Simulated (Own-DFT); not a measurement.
# Strain and stress in wurtzite AlGaN with randomly placed atoms, 96 atoms (Al12Ga36N48)

All numbers below are calculated, not measured. They come from Own-DFT, an in-house plane-wave density functional program, since retired, whose code no person has reviewed. Each row is one single-point run on a periodic cell that was not relaxed, without spin or spin-orbit coupling.

Settings of every run: PBE; PseudoDojo norm-conserving scalar-relativistic files (stringent for Ga); cutoff 96 hartree; 3 x 4 x 3 k mesh centred on Gamma; Gaussian smearing of 0.01 eV.

Known limits: k mesh not checked against a denser one; stress not checked against mesh or cutoff.

Unstrained cell vectors in Å: (12.679, 0.000, 0.000); (-4.755, 8.235, 0.000); (0.000, 0.000, 10.268). The unstrained cell has measured lattice constants (interpolated for alloys), not those of this functional. That, the random moves and any unrelaxed bonds set the pressure at no strain. Each run strains this cell uniformly, with the atoms carried along. Every atom was also moved at random, by a Gaussian of width 0.05 Å on each axis. The random placing of the alloy's atoms differs from row to row. Strain is the symmetric tensor, in per cent. Stress is positive in tension, and the pressure is minus a third of its trace.

```
run,e_xx (%),e_yy (%),e_zz (%),s_xx (GPa),s_yy (GPa),s_zz (GPa),P (GPa),E (meV/atom)
1,3.00,3.00,0.00,6.77,5.86,-2.07,-3.52,22.8
2,-2.50,-2.50,0.00,-21.65,-23.56,-12.75,19.32,83.7
3,1.00,1.00,0.00,-1.15,-1.14,-5.97,2.75,0.0
4,-0.75,-0.75,0.00,-11.72,-12.16,-7.08,10.32,35.6
5,-2.75,-2.75,0.00,-24.15,-24.11,-12.13,20.13,76.7
6,2.50,2.50,0.00,4.60,4.95,-2.63,-2.31,14.2
7,1.25,1.25,0.00,-1.16,-0.76,-3.85,1.92,5.8
8,0.75,0.75,0.00,-1.40,-2.86,-8.48,4.25,22.8
9,0.50,0.50,0.00,?,?,?,?,?
```

E is the free energy for each atom above the lowest run shown.

## Worked fit

The change of volume is close to e_xx + e_yy + e_zz. A straight line through the runs shown gives P = 8.02 - 212 x (fractional change of volume) GPa, with an error of 9 on the slope and a scatter of 0.98 GPa. The strain isn't the same on all axes and the cell isn't cubic, so the slope belongs to this path and is not the bulk modulus.

## Withheld run

Question: what pressure should run 9 give? Its volume changes by 1.00 %.

The line gives 5.9 GPa. The calculation gave 5.05 GPa.
